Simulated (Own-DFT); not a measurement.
# One cell, two functionals

All numbers below are calculated, not measured. The program, named Own-DFT, is a retired in-house plane-wave density functional code that no person has reviewed. Each row is one single-point run on a periodic cell that was not relaxed, without spin or spin-orbit coupling.

Known limits, some of them of some rows only: not probed for a lower state with spin; hafnium file: forces about 75 meV/angstrom off all-electron values; oxygen file: force components 24 meV/angstrom off all-electron in a glass; forces on such cells failed a check on a denser k mesh; forces on such cells passed a denser k mesh, each cell not checked; stress not checked against mesh or cutoff.

Each cell was run twice at the same cutoff, k mesh and smearing, with PBE and with PBEsol, on PseudoDojo norm-conserving files made for PBE. Atoms were moved at random from their sites; u is the rms move along one axis. Files made for PBEsol would give a somewhat different change.

```
cell,atoms,volume (Å³/atom),u (Å),cutoff (hartree),P with PBE (GPa),P with PBEsol (GPa),change (GPa)
C40 NbSi2 with two Nb vacancies (Nb10Si24),34,15.50,0.050,42,0.89,-2.38,-3.26
C40 NbSi2 with two Nb vacancies (Nb10Si24),34,15.50,0.028,42,-0.01,-3.27,-3.26
C40 NbSi2 with two Nb vacancies (Nb10Si24),34,15.50,0.048,42,1.07,-2.20,-3.27
D0_22 TiAl3 with one Ti vacancy (Al30Ti9),39,16.04,0.052,42,2.34,0.55,-1.79
D0_22 TiAl3 with one Ti vacancy (Al30Ti9),39,16.04,0.030,42,1.84,0.05,-1.79
D0_22 TiAl3 with one Ti vacancy (Al30Ti9),39,16.04,0.050,42,2.32,?,?
diamond-structure SiGe in ordered layers (Ge32Si32),64,21.31,0.062,42,3.70,1.39,-2.31
diamond-structure SiGe in ordered layers (Ge32Si32),64,21.31,0.032,42,2.96,0.67,-2.29
diamond-structure SiGe in ordered layers (Ge32Si32),64,21.31,0.058,42,3.55,1.26,-2.29
monoclinic HfO2 with one O vacancy (Hf32O63),95,11.65,0.077,72,8.26,1.86,-6.41
monoclinic HfO2 with one O vacancy (Hf32O63),95,11.65,0.085,72,10.16,3.75,-6.41
monoclinic HfO2 with one O vacancy (Hf32O63),95,11.65,0.030,72,4.15,-2.23,-6.38
```

## Worked reading

Mean change of pressure by composition, in GPa: Hf32O63, -6.40; Nb5Si12, -3.26; GeSi, -2.30; Al10Ti3, -1.79. At a fixed cell PBEsol gives the lower pressure, because it favours a smaller volume than PBE. Here the change varies more between materials than between cells of one material.

## Withheld value

Question: what PBEsol pressure should the Al30Ti9 cell with the blank give?

Adding the mean change of the cells with its composition, -1.79 GPa, to 2.32 gives 0.5 GPa. The calculation gave 0.53 GPa.
